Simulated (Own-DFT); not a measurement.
# Response to strain: zincblende InP, 96 atoms (In48P48)

Calculated results; nothing here was measured. The program, named Own-DFT, is a retired in-house plane-wave density functional code that no person has reviewed. Each row is one single-point run on a periodic cell that was not relaxed, without spin or spin-orbit coupling.

Settings of every run: PBE; PseudoDojo norm-conserving scalar-relativistic files; cutoff 36 hartree; 2 x 3 x 3 k mesh centred on Gamma; Fermi-Dirac smearing of 0.1 eV.

Known limits: forces not confirmed at this smearing and k mesh; stress not checked against mesh or cutoff.

Unstrained cell vectors in Å: (17.606, 0.000, 0.000); (0.000, 11.737, 0.000); (0.000, 0.000, 11.737). The unstrained cell has measured lattice constants (interpolated for alloys), not those of this functional. That, the random moves and any unrelaxed bonds set the pressure at no strain. Each run strains this cell uniformly, with the atoms carried along. Every atom was also moved at random, by a Gaussian of width 0.05 Å on each axis. Strain is the symmetric tensor, in per cent. Stress is positive in tension, and the pressure is minus a third of its trace.

```
run  e_xx (%)  e_yy (%)  e_zz (%)  e_yz (%)  e_xz (%)  e_xy (%)  s_xx (GPa)  s_yy (GPa)  s_zz (GPa)  s_yz (GPa)  s_xz (GPa)  s_xy (GPa)  P (GPa)  E (meV/atom)
  1      1.53      0.37     -0.46     -0.12     -1.90      1.94       -2.40       -2.84       -3.13        0.27       -2.73        2.54     2.79          15.1
  2      1.63     -1.21      0.14      1.01     -0.95     -0.78       -2.57       -3.66       -3.23        1.68       -1.09       -1.00     3.15           5.1
  3      1.95      0.16     -0.31      0.86     -1.80      0.89       -2.07       -2.67       -2.90        1.02       -2.24        1.53     2.55          13.9
  4     -1.51      0.50      0.87      0.38      0.22     -0.80       -4.34       -3.55       -3.38        0.46        0.16       -1.37     3.76          11.9
  5     -0.06      0.46     -0.08     -1.57      0.32      1.76       -3.68       -3.56       -3.64       -2.43        0.01        2.67     3.63          19.8
  6      1.81      1.32     -0.48     -1.68      1.91      1.82       -1.95       -2.11       -2.82       -2.76        3.01        2.86     2.29          27.2
  7     -0.19     -0.19      1.33     -1.75      0.91      0.42       -3.14       -3.30       -2.59       -2.17        0.86        0.59     3.01          11.3
  8      0.39     -0.51     -0.93     -1.42      0.95     -0.07       -4.21       -4.56       -4.75       -1.64        1.51        0.22     4.51          23.7
  9      1.37     -1.55     -0.75     -1.79     -0.37      0.91       -3.87       -5.05       -4.76       -3.00        0.01        1.81     4.56          28.3
 10      0.88     -1.81     -1.39     -0.38     -1.49     -1.22       -4.97       -5.93       -5.79       -0.54       -2.23       -2.07     5.57          36.8
 11     -0.81      0.76      0.57     -1.17     -1.57     -1.33       -3.77       -3.24       -3.32       -1.93       -1.92       -1.75     3.44          20.4
 12      1.09     -0.54      1.84      0.91      0.44     -1.23       -1.84       -2.48       -1.61        0.95        0.49       -1.40     1.98           4.1
 13      0.54     -0.78      1.61     -0.79      0.04      0.53       -2.59       -3.04       -2.10       -1.15        0.27        0.99     2.58           0.0
 14      1.07     -1.88     -0.04     -0.63      0.64     -0.47       -3.74       -4.88       -4.22       -0.40        1.41        0.33     4.28          18.6
 15     -0.98     -1.94      1.08     -0.72      1.18      1.77       -5.38       -5.68       -4.49       -0.80        1.84        2.16     5.18          32.7
 16     -0.97     -0.42      0.28     -0.93     -0.88     -0.26           ?           ?           ?           ?           ?           ?        ?             ?
```

E is the free energy for each atom above the lowest run shown.

## Worked fit

Each stress component was fitted by least squares to a constant and the strains of the runs shown, as fractions, with shears doubled. Shear strains stay in the fit of a normal stress only where such slopes are resolved. The slopes, in GPa:

```
stress  at no strain  per e_xx  per e_yy  per e_zz  scatter
  s_xx          -3.8    97 ± 4    54 ± 4    68 ± 5     0.15
  s_yy          -3.8    60 ± 4    91 ± 4    68 ± 4     0.14
  s_zz          -3.8    58 ± 4    54 ± 3   106 ± 4     0.13
```

Each shear stress against twice its own strain: yz 74 ± 7, xz 71 ± 5, xy 65 ± 4 GPa. These are stiffnesses along x, y and z of the frame in which the cell vectors are given, which need not be the crystal's axes. The atoms are held to the strained lattice; where symmetry lets them move under strain, relaxing them would lower some slopes. The table should be nearly symmetric about its diagonal, and what it lacks of that shows the noise. A ninth of its sum, 73 ± 3 GPa, estimates the bulk modulus near the mean pressure of these runs, 3.6 GPa, so it lies above the value at zero pressure.

## Withheld run

Question: what normal stresses and pressure should run 16 give?

The fit gives s_xx = -4.8, s_yy = -4.6, s_zz = -4.3 and P = 4.6 GPa. The calculation gave -4.71, -4.42, -4.25 and P = 4.46 GPa.
